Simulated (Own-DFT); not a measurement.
# Misfit strain and the stress it brings: wurtzite AlGaN with randomly placed atoms, 72 atoms (Al9Ga27N36)

No measurement is shown. These are fixed-geometry runs of a retired plane-wave code named Own-DFT, which no person has reviewed; spin and spin-orbit coupling are neglected.

Settings: PBE; PseudoDojo norm-conserving scalar-relativistic files; cutoff 42 hartree; 4 x 4 x 3 k mesh centred on Gamma; Fermi-Dirac smearing of 0.1 eV.

Known weak points: forces on such cells passed a denser k mesh, each cell not checked; stress not checked against mesh or cutoff.

Unstrained cell vectors in Å: (9.509, 0.000, 0.000); (-4.755, 8.235, 0.000); (0.000, 0.000, 10.268). The unstrained cell has measured lattice constants (interpolated for alloys), not those of this functional. That, the random moves and any unrelaxed bonds set the pressure at no strain. Each run strains x and y alike by e, as a substrate would, and holds the height along z. Random moves of width 0.05 Å per axis were added to every atom. The random placing of the alloy's atoms differs from row to row. Stress is positive in tension.

```
e (%),u (Å),(s_xx + s_yy)/2 (GPa),s_zz (GPa)
-3.00,0.048,-27.00,-12.96
-1.75,0.046,-17.83,-9.87
-0.50,0.049,-9.68,-9.12
-0.25,0.050,?,?
0.50,0.052,-4.42,-8.42
0.75,0.049,-4.15,-5.19
1.25,0.051,-0.86,-6.07
1.50,0.049,0.13,-4.97
2.00,0.050,2.21,-4.55
2.75,0.049,5.78,-5.34
```

## Analysis

With e as a fraction, the in-plane stress is -7.3 + 553 e - 3205 e² GPa (errors 9 and 495, scatter 0.44), and s_zz is -8.0 + 146 e GPa (slope ± 21, scatter 1.07). At e = 0 the first slope is C11 + C12 and the second 2 C13, both with the ions held to the strained lattice and at the cell's own pressure. The term in e² is negative: the layer stiffens under compression and softens under tension. A free layer would change its height as e changes, and the in-plane slope would drop by 2 C13²/C33 to the biaxial modulus. At fixed height, a misfit of 1 % moves the in-plane stress by about 5.5 GPa and s_zz by 1.5 GPa.

## The run left out

Q: what are the two stresses at e = -0.25 %?

Estimate: -8.7 and -8.3 GPa. The run itself gave -8.28 and -9.62 GPa.
